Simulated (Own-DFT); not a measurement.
# How strain changes the stress of diamond-structure SiGeSn with randomly placed atoms, 64 atoms (Ge40Si16Sn8)

Calculated results; nothing here was measured. They come from Own-DFT, an in-house plane-wave density functional program, since retired, whose code no person has reviewed. Each row is one single-point run on a periodic cell that was not relaxed, without spin or spin-orbit coupling.

Settings of every run: PBE; PseudoDojo norm-conserving scalar-relativistic files; cutoff 49 hartree; 3 x 3 x 3 k mesh centred on Gamma; Fermi-Dirac smearing of 0.1 eV.

Known limits: forces on such cells moved up to 12 meV/angstrom on a denser k mesh; stress not checked against mesh or cutoff.

Unstrained cell vectors in Å: (11.410, 0.000, 0.000); (0.000, 11.410, 0.000); (0.000, 0.000, 11.410). The unstrained cell has measured lattice constants (interpolated for alloys), not those of this functional. That, the random moves and any unrelaxed bonds set the pressure at no strain. Each run strains this cell uniformly, with the atoms carried along. Every atom was also moved at random, by a Gaussian of width 0.05 Å on each axis. The random placing of the alloy's atoms differs from row to row. Strain is the symmetric tensor, in per cent. Stress is positive in tension, and the pressure is minus a third of its trace.

| run | e_xx (%) | e_yy (%) | e_zz (%) | s_xx (GPa) | s_yy (GPa) | s_zz (GPa) | P (GPa) | E (meV/atom) |
|---|---|---|---|---|---|---|---|---|
| 1 | 1.25 | 1.25 | 0.00 | -2.62 | -2.63 | -3.39 | 2.88 | 4.8 |
| 2 | -0.75 | -0.75 | 0.00 | -6.04 | -6.06 | -5.62 | 5.91 | 23.2 |
| 3 | 0.50 | 0.50 | 0.00 | -4.09 | -4.02 | -4.22 | 4.11 | 20.0 |
| 4 | 0.75 | 0.75 | 0.00 | -3.43 | -3.39 | -3.88 | 3.57 | 3.2 |
| 5 | -3.00 | -3.00 | 0.00 | -11.02 | -11.12 | -9.10 | 10.41 | 93.0 |
| 6 | 0.25 | 0.25 | 0.00 | -4.15 | -4.11 | -4.23 | 4.16 | 0.0 |
| 7 | -1.75 | -1.75 | 0.00 | -8.15 | -8.17 | -7.01 | 7.78 | 44.9 |
| 8 | -0.25 | -0.25 | 0.00 | -5.35 | -5.44 | -5.24 | 5.34 | 30.4 |
| 9 | -1.50 | -1.50 | 0.00 | ? | ? | ? | ? | ? |

E is the free energy for each atom above the lowest run shown.

## Worked fit

The change of volume is close to e_xx + e_yy + e_zz. A straight line through the runs shown gives P = 4.87 - 89 x (fractional change of volume) GPa, with an error of 3 on the slope and a scatter of 0.24 GPa. The strain isn't the same on all axes, but the crystal is cubic, so the slope still estimates the bulk modulus, averaged over pressures from 2.9 to 10.4 GPa.

## Withheld run

Question: what pressure should run 9 give? Its volume changes by -2.98 %.

The line gives 7.5 GPa. The calculation gave 7.43 GPa.
